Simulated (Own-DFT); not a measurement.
# How strain changes the stress of diamond-structure SiGeSn with randomly placed atoms, 64 atoms (Ge40Si16Sn8)

All numbers below are calculated, not measured. The program, named Own-DFT, is a retired in-house plane-wave density functional code that no person has reviewed. Each row is one single-point run on a periodic cell that was not relaxed, without spin or spin-orbit coupling.

Settings of every run: PBE; PseudoDojo norm-conserving scalar-relativistic files; cutoff 49 hartree; 3 x 3 x 3 k mesh centred on Gamma; Fermi-Dirac smearing of 0.1 eV.

Known limits: forces on such cells moved up to 12 meV/angstrom on a denser k mesh; stress not checked against mesh or cutoff.

Unstrained cell vectors in Å: (11.410, 0.000, 0.000); (0.000, 11.410, 0.000); (0.000, 0.000, 11.410). The unstrained cell has measured lattice constants (interpolated for alloys), not those of this functional. That, the random moves and any unrelaxed bonds set the pressure at no strain. Each run strains this cell uniformly, with the atoms carried along. Every atom was also moved at random, by a Gaussian of width 0.05 Å on each axis. The random placing of the alloy's atoms differs from row to row. Strain is the symmetric tensor, in per cent. Stress is positive in tension, and the pressure is minus a third of its trace.

| run | e_xx (%) | e_yy (%) | e_zz (%) | s_xx (GPa) | s_yy (GPa) | s_zz (GPa) | P (GPa) | E (meV/atom) |
|---|---|---|---|---|---|---|---|---|
| 1 | 2.25 | 2.25 | 0.00 | -1.05 | -0.94 | -2.38 | 1.46 | 0.0 |
| 2 | 1.25 | 1.25 | 0.00 | -2.42 | -2.62 | -3.26 | 2.77 | 5.0 |
| 3 | 2.25 | 2.25 | 0.00 | -1.17 | -1.11 | -2.54 | 1.61 | 12.6 |
| 4 | -3.00 | -3.00 | 0.00 | -10.68 | -10.79 | -8.56 | 10.01 | 71.2 |
| 5 | -3.00 | -3.00 | 0.00 | -11.13 | -10.97 | -8.78 | 10.29 | 89.4 |
| 6 | -1.75 | -1.75 | 0.00 | -8.43 | -8.45 | -7.08 | 7.99 | 70.9 |
| 7 | -0.50 | -0.50 | 0.00 | -5.80 | -5.55 | -5.47 | 5.61 | 32.6 |
| 8 | -1.75 | -1.75 | 0.00 | -7.97 | -7.93 | -6.68 | 7.53 | 36.5 |
| 9 | -0.75 | -0.75 | 0.00 | ? | ? | ? | ? | ? |

E is the free energy for each atom above the lowest run shown.

## Worked fit

The change of volume is close to e_xx + e_yy + e_zz. A straight line through the runs shown gives P = 5.07 - 82 x (fractional change of volume) GPa, with an error of 3 on the slope and a scatter of 0.30 GPa. The strain isn't the same on all axes, but the crystal is cubic, so the slope still estimates the bulk modulus, averaged over pressures from 1.5 to 10.3 GPa.

## Withheld run

Question: what pressure should run 9 give? Its volume changes by -1.49 %.

The line gives 6.3 GPa. The calculation gave 5.94 GPa.
